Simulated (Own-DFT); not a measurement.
# Point defects and the pressure they add: zincblende InP

Calculated, not measured: single-point runs of Own-DFT, a retired in-house plane-wave DFT program that no person has reviewed, on unrelaxed cells, without spin or spin-orbit coupling.

Method: PBE; PseudoDojo norm-conserving scalar-relativistic files; cutoff 36 hartree; 2 x 3 x 3 k mesh centred on Gamma; Fermi-Dirac smearing of 0.1 eV.

Known weak points (not all hold for every row): not probed for a lower state with spin; forces on such cells failed a check on a denser k mesh; forces not confirmed at this smearing and k mesh; stress not checked against mesh or cutoff.

All runs share one cell, with vectors in Å (17.606, 0.000, 0.000); (0.000, 11.737, 0.000); (0.000, 0.000, 11.737) and a volume of 2425.5 Å³. The atoms are randomly displaced, by u rms on each axis. The defect's site can differ from row to row.

| cell | formula | u (Å) | P (GPa) |
|---|---|---|---|
| no defect | In48P48 | 0.0183 | 3.19 |
| no defect | In48P48 | 0.0215 | 3.22 |
| no defect | In48P48 | 0.0508 | 3.60 |
| two P vacancies | In48P46 | 0.0451 | 3.36 |
| two P vacancies | In48P46 | 0.0472 | 3.27 |
| two P vacancies | In48P46 | 0.0473 | 3.35 |
| one In on a P site | In49P47 | 0.0290 | 3.88 |
| one In on a P site | In49P47 | 0.0306 | 3.87 |
| one In on a P site | In49P47 | 0.0493 | 4.16 |
| one P on an In site | In47P49 | 0.0282 | 3.15 |
| one P on an In site | In47P49 | 0.0297 | 3.18 |
| one P on an In site | In47P49 | 0.0504 | 3.41 |
| one In on a P site and one P on an In site | In48P48 | 0.0293 | 3.49 |
| one In on a P site and one P on an In site | In48P48 | 0.0303 | 3.55 |
| one In on a P site and one P on an In site | In48P48 | 0.0463 | 3.82 |
| one In on a P site and one P on an In site | In48P48 | 0.0487 | ? |

## Fit

P = P0 + c u² + a shift for each defect gives P0 = 3.13 GPa, c = 180 ± 15 GPa/Å² and a scatter of 0.04 GPa. The shifts, and each times the cell's volume:

- one In on a P site: 0.58 ± 0.03 GPa, 8.9 eV
- one In on a P site and one P on an In site: 0.26 ± 0.03 GPa, 3.9 eV
- one P on an In site: -0.14 ± 0.03 GPa, -2.1 eV
- two P vacancies: -0.20 ± 0.04 GPa, -3.0 eV (-1.5 eV for each of its 2 sites)

A positive shift means that the defect pushes the cell outwards. Shift times volume (160.2 GPa Å³ is 1 eV) depends little on the cell's size, so, taken for each site, it can be compared between cells at like pressure. The atoms around the defects weren't relaxed, which would change these numbers.

## Test on the hidden row

The question: what pressure belongs in the blank (one In on a P site and one P on an In site, u = 0.0487 Å)?

From the fit: 3.81 ± 0.05 GPa. The run itself gave 3.79 GPa.
